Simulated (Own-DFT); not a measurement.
# One host, several defects: C11b WSi2

Calculated, not measured: single-point runs of Own-DFT, a retired in-house plane-wave DFT program that no person has reviewed, on unrelaxed cells, without spin or spin-orbit coupling.

Method: PBE; PseudoDojo norm-conserving scalar-relativistic files; cutoff 50 hartree; 5 x 5 x 5 k mesh centred on Gamma; cold (Marzari-Vanderbilt) smearing of 0.2 eV.

Keep in mind: forces on such cells failed a check on a denser k mesh; stress not checked against mesh or cutoff.

All runs share one cell, with vectors in Å (-2.148, -5.953, 3.409); (-6.444, 2.976, 1.136); (-2.553, -2.948, -6.757) and a volume of 403.2 Å³. u is the rms random offset of the atoms per axis. The defect's site can differ from row to row.

| cell | formula | u (Å) | P (GPa) |
|---|---|---|---|
| no defect | Si20W10 | 0.0212 | 4.60 |
| no defect | Si20W10 | 0.0455 | 5.79 |
| no defect | Si20W10 | 0.0494 | 6.21 |
| one W vacancy | Si20W9 | 0.0279 | 3.50 |
| one W vacancy | Si20W9 | 0.0490 | 4.99 |
| one W vacancy | Si20W9 | 0.0522 | 5.23 |
| one W on a Si site | Si19W11 | 0.0299 | 10.02 |
| one W on a Si site | Si19W11 | 0.0320 | 10.16 |
| one W on a Si site | Si19W11 | 0.0501 | ? |
| one W on a Si site | Si19W11 | 0.0531 | 10.37 |
| one Si vacancy | Si19W10 | 0.0282 | 3.20 |
| one Si vacancy | Si19W10 | 0.0456 | 4.44 |
| one Si vacancy | Si19W10 | 0.0514 | 4.72 |
| one Si on a W site | Si21W9 | 0.0248 | 6.45 |
| one Si on a W site | Si21W9 | 0.0318 | 6.53 |
| one Si on a W site | Si21W9 | 0.0478 | 6.89 |

## What the rows give

P = P0 + c u² + a shift for each defect gives P0 = 4.55 GPa, c = 598 ± 108 GPa/Å² and a scatter of 0.34 GPa. The shifts, and each times the cell's volume:

- one W on a Si site: 4.69 ± 0.28 GPa, 11.8 eV
- one Si on a W site: 1.30 ± 0.28 GPa, 3.3 eV
- one W vacancy: -1.15 ± 0.28 GPa, -2.9 eV
- one Si vacancy: -1.52 ± 0.28 GPa, -3.8 eV

Against the defect-free cell, a freed cell would be larger where the shift is positive and smaller where it is negative (160.2 GPa Å³ is 1 eV). The atoms around the defects weren't relaxed, which would change these numbers.

## Withheld run

Asked: what pressure belongs in the blank (one W on a Si site, u = 0.0501 Å)?

From the fit: 10.74 ± 0.41 GPa. DFT gave 10.47 GPa.
